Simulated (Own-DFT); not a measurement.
## Calculated data, SiC (twinned 3C silicon carbide, atoms displaced), GaP (zincblende, strained, atoms displaced)

A calculation, not a measurement: plane-wave PBE density functional theory by an unreviewed code, no spin, of a simulated periodic cell, stress positive in tension, free energy of the whole cell less one offset for each atom, forces on such cells passed a denser k mesh, this cell's mesh not checked; offsets are fitted by least squares, one for each functional and potential file, so energies compare only between cells with the same atoms and settings and are not formation energies; the far tail of each file's local potential was reset to the Coulomb form; each entry is a single point on an unrelaxed cell, so the pressure reflects the starting lattice, mostly measured values (interpolated for alloys), from which strain is counted, and rises with the displacements; printed positions are rounded, which can move forces by about a meV/angstrom; the program, named Own-DFT, is a retired in-house code; no spin-orbit coupling. Program: Own-DFT development build.

Settings shared by all entries: functional PBE; potential files PseudoDojo norm-conserving, scalar-relativistic, standard set; wave cutoff 42 hartree; occupations Fermi-Dirac; smearing width 0.1 eV.

(1) SiC (twinned 3C silicon carbide, atoms displaced)

```
cell vectors (Å)
   4.3596    -4.3596     0.0000
   0.0000     4.3596    -4.3596
   8.7192     8.7192     8.7192
atoms (fractions of the cell vectors)
Si  0.98764  0.99339  0.43996
C   0.00584  0.00703  0.05831
Si  0.17067  0.33188  0.10529
C   0.16385  0.33363  0.22881
Si  0.33665  0.16252  0.26962
C   0.33871  0.16255  0.39198
Si  0.99199  0.48952  0.43810
C   0.00041  0.49400  0.06312
Si  0.16341  0.82388  0.10075
C   0.17342  0.82686  0.22839
Si  0.33443  0.65823  0.27030
C   0.32498  0.66427  0.39421
Si  0.49754  0.99556  0.43687
C   0.48974  0.99613  0.06440
Si  0.66063  0.33501  0.10195
C   0.67203  0.33036  0.22588
Si  0.83557  0.16872  0.27305
C   0.82867  0.16853  0.39517
Si  0.50127  0.50960  0.43585
C   0.49786  0.49677  0.06063
Si  0.67874  0.84580  0.10092
C   0.66959  0.83092  0.22554
Si  0.82274  0.66955  0.27100
C   0.84117  0.67310  0.39721
Si  0.01022  0.00388  0.93772
C   0.00412  0.99427  0.56389
Si  0.81736  0.66216  0.60149
C   0.82815  0.66263  0.72733
Si  0.66273  0.83193  0.77145
C   0.65908  0.83528  0.89527
Si  0.00217  0.50654  0.93645
C   0.99000  0.50133  0.56341
Si  0.82835  0.15693  0.60274
C   0.84030  0.17477  0.73102
Si  0.65577  0.32661  0.77374
C   0.66560  0.33330  0.89501
Si  0.49644  0.99656  0.93757
C   0.50347  0.00437  0.56270
Si  0.33982  0.67394  0.60182
C   0.31676  0.65289  0.72921
Si  0.16020  0.83696  0.77217
C   0.16652  0.83249  0.89527
Si  0.50121  0.49519  0.93870
C   0.50057  0.50111  0.56303
Si  0.32495  0.16290  0.60332
C   0.33491  0.17236  0.73064
Si  0.17306  0.34002  0.77278
C   0.16305  0.33688  0.89670
```

```
k mesh                            : 5 x 5 x 2 centred on Gamma
free energy of cell above offsets : -6.864 eV
pressure                          : 3.7 GPa
stress xx                         : -4.06 GPa
stress yy                         : -3.47 GPa
stress zz                         : -3.57 GPa
stress yz                         : -0.26 GPa
stress xz                         : -0.56 GPa
stress xy                         : -0.43 GPa
```

Force:
```tsv
element	x (eV/Å)	y (eV/Å)	z (eV/Å)
Si	1.129	-1.256	-1.667
C	0.84	0.275	1.399
Si	-0.486	0.175	-0.498
C	0.527	-0.901	0.9
Si	-0.55	-0.475	-0.19
C	0.24	2.124	0.315
Si	0.694	0.928	-0.921
C	-0.875	-0.012	-0.398
Si	0.636	1.403	0.591
C	-1.053	0.995	-0.284
Si	-0.338	0.436	-1.124
C	0.691	-0.326	0.371
Si	-0.423	0.493	-0.35
C	0.465	-1.244	-1.07
Si	0.835	-0.705	0.611
C	0.116	1.48	0.112
Si	-1.171	-0.922	-0.527
C	0.243	-0.539	1.16
Si	-0.248	-0.986	1.218
C	0.988	0.896	-0.387
Si	-1.011	0.138	1.012
C	0.205	1.258	-0.213
Si	1.401	-2.406	0.256
C	-1.556	0.068	0.396
Si	-1.911	0.563	-0.692
C	-1.422	0.888	-0.444
Si	2.432	-0.545	0.801
C	0.121	0.808	0.186
Si	-0.45	-0.187	-0.484
C	1.235	-0.953	0.796
Si	-0.154	-0.145	1.227
C	0.347	-1.468	0.135
Si	1.834	1.298	-0.662
C	-1.238	-0.336	0.765
Si	0.589	-1.428	-1.657
C	0.496	0.405	0.636
Si	0.527	0.243	-0.256
C	-0.776	-0.079	0.163
Si	-0.907	1.165	1.636
C	1.32	0.347	-2.501
Si	-0.771	-1.327	-0.054
C	0.069	0.431	-0.3
Si	-0.909	0.488	-1.209
C	-1.928	0.19	-0.028
Si	1.728	-0.037	-0.15
C	-0.991	-0.459	0.468
Si	-1.138	0.067	0.847
C	0.596	-0.829	0.066
```

(2) GaP (zincblende, strained, atoms displaced)

```
cell vectors (Å)
  10.8620     0.0000     0.0000
   0.0000    10.8620     0.0000
   0.0000     0.0000    10.9361
atoms (fractions of the cell vectors)
Ga  0.00016  0.99949  0.99737
Ga  0.99876  0.25790  0.24253
Ga  0.25321  0.99948  0.24749
Ga  0.25812  0.25638  0.99343
P   0.12855  0.12390  0.12451
P   0.11850  0.36533  0.37776
P   0.37549  0.12744  0.37095
P   0.37030  0.37388  0.11821
Ga  0.00285  0.00550  0.49755
Ga  0.99542  0.23873  0.75459
Ga  0.24362  0.00881  0.74993
Ga  0.25087  0.24795  0.50137
P   0.13471  0.12187  0.62889
P   0.12736  0.37530  0.87050
P   0.37509  0.12402  0.87812
P   0.38116  0.37345  0.62173
Ga  0.99838  0.50377  0.99798
Ga  0.00140  0.74456  0.24444
Ga  0.25145  0.50132  0.24581
Ga  0.24470  0.74878  0.00727
P   0.11041  0.62874  0.12179
P   0.13099  0.87615  0.37251
P   0.37580  0.62054  0.37660
P   0.37484  0.86953  0.12504
Ga  0.99922  0.49772  0.50357
Ga  0.99863  0.75452  0.74543
Ga  0.24252  0.49872  0.74644
Ga  0.25876  0.75494  0.50214
P   0.12333  0.62856  0.62788
P   0.12875  0.87601  0.87010
P   0.38150  0.62124  0.87722
P   0.36973  0.87454  0.62709
Ga  0.49600  0.99581  0.00489
Ga  0.50126  0.24867  0.25271
Ga  0.74677  0.99591  0.24983
Ga  0.75301  0.24822  0.99488
P   0.62441  0.12442  0.12909
P   0.62547  0.37725  0.37650
P   0.87398  0.13125  0.37405
P   0.87379  0.36663  0.12710
Ga  0.50126  0.00307  0.49567
Ga  0.50150  0.25145  0.74943
Ga  0.75080  0.99863  0.75104
Ga  0.75523  0.25017  0.50038
P   0.62283  0.12959  0.62674
P   0.62903  0.37002  0.87498
P   0.87905  0.12235  0.87084
P   0.87603  0.37652  0.62277
Ga  0.49552  0.50589  0.00571
Ga  0.50338  0.74664  0.25176
Ga  0.75319  0.49342  0.25215
Ga  0.74418  0.75265  0.99840
P   0.62164  0.61765  0.12502
P   0.62825  0.87679  0.37502
P   0.87321  0.63265  0.37256
P   0.87813  0.87361  0.12545
Ga  0.49978  0.49852  0.50292
Ga  0.50279  0.75609  0.75053
Ga  0.75226  0.49624  0.74293
Ga  0.75587  0.75105  0.49869
P   0.62225  0.62645  0.62116
P   0.62393  0.87335  0.87170
P   0.87633  0.63028  0.87456
P   0.88135  0.87689  0.63039
```

```
hardware                          : one NVIDIA H100
k mesh                            : 3 x 3 x 3 centred on Gamma
free energy of cell above offsets : -33.701 eV
pressure                          : 3.54 GPa
stress xx                         : -3.64 GPa
stress yy                         : -3.66 GPa
stress zz                         : -3.32 GPa
stress yz                         : 0.14 GPa
stress xz                         : -0.3 GPa
stress xy                         : 0.12 GPa
wall time                         : 521.4 s
```

Force:
```tsv
element	x (eV/Å)	y (eV/Å)	z (eV/Å)
Ga	0.524	-0.202	0.251
Ga	0.734	-1.665	0.714
Ga	-0.026	0.068	-0.014
Ga	-1.238	-0.847	0.048
P	-0.174	0.558	-0.482
P	0.81	1.253	-0.163
P	-0.203	-0.325	0.38
P	0.957	0.368	1.238
Ga	0.082	-0.253	-0.048
Ga	1.21	1.508	-1.21
Ga	1.515	-1.359	1.02
Ga	0.262	0.142	-0.165
P	-1.809	1.219	-1.161
P	-0.887	-0.352	0.47
P	0.417	-0.05	-0.566
P	-1.065	0.077	0.514
Ga	-0.428	-0.923	-0.39
Ga	-0.456	1.402	1.292
Ga	-0.869	-0.249	0.302
Ga	0.379	-0.144	-1.094
P	1.966	-1.151	0.028
P	-0.548	-0.344	0.11
P	-0.091	0.37	-0.145
P	0.052	-0.017	0.474
Ga	0.282	0.688	-0.636
Ga	0.585	-0.521	1.011
Ga	1.219	0.279	-0.014
Ga	-0.999	-0.829	-0.538
P	0.241	-0.042	-0.864
P	-0.315	-0.209	0.583
P	-1.272	0.748	-0.653
P	1.052	1.096	0.349
Ga	0.453	0.279	-0.34
Ga	-0.066	0.685	-0.407
Ga	0.788	0.511	-0.056
Ga	-0.247	-0.499	0.384
P	0.137	-0.099	-0.772
P	-0.018	-0.417	0.144
P	0.314	-0.74	-0.453
P	-0.312	1.453	-1.259
Ga	-0.245	-0.177	0.515
Ga	-0.219	-0.189	0.536
Ga	-0.321	0.21	-0.364
Ga	-0.728	0.153	0.078
P	0.601	-0.678	-0.374
P	-0.454	1.008	0.077
P	-1.062	-0.633	1.075
P	0.305	-0.842	0.495
Ga	0.455	-1.255	-0.662
Ga	-0.108	-0.029	0.118
Ga	-0.179	0.6	-0.126
Ga	0.401	-0.495	0.417
P	1.057	0.732	0.461
P	-0.39	-0.498	0.295
P	0.546	-1.274	0.024
P	-0.608	0.234	-0.274
Ga	0.253	0.194	-0.481
Ga	-0.657	-0.859	-0.385
Ga	-0.389	0.666	0.773
Ga	-0.488	0.402	0.599
P	0.534	0.191	0.339
P	0.104	0.881	0.664
P	-0.557	-0.376	-0.381
P	-0.813	0.568	-1.299
```
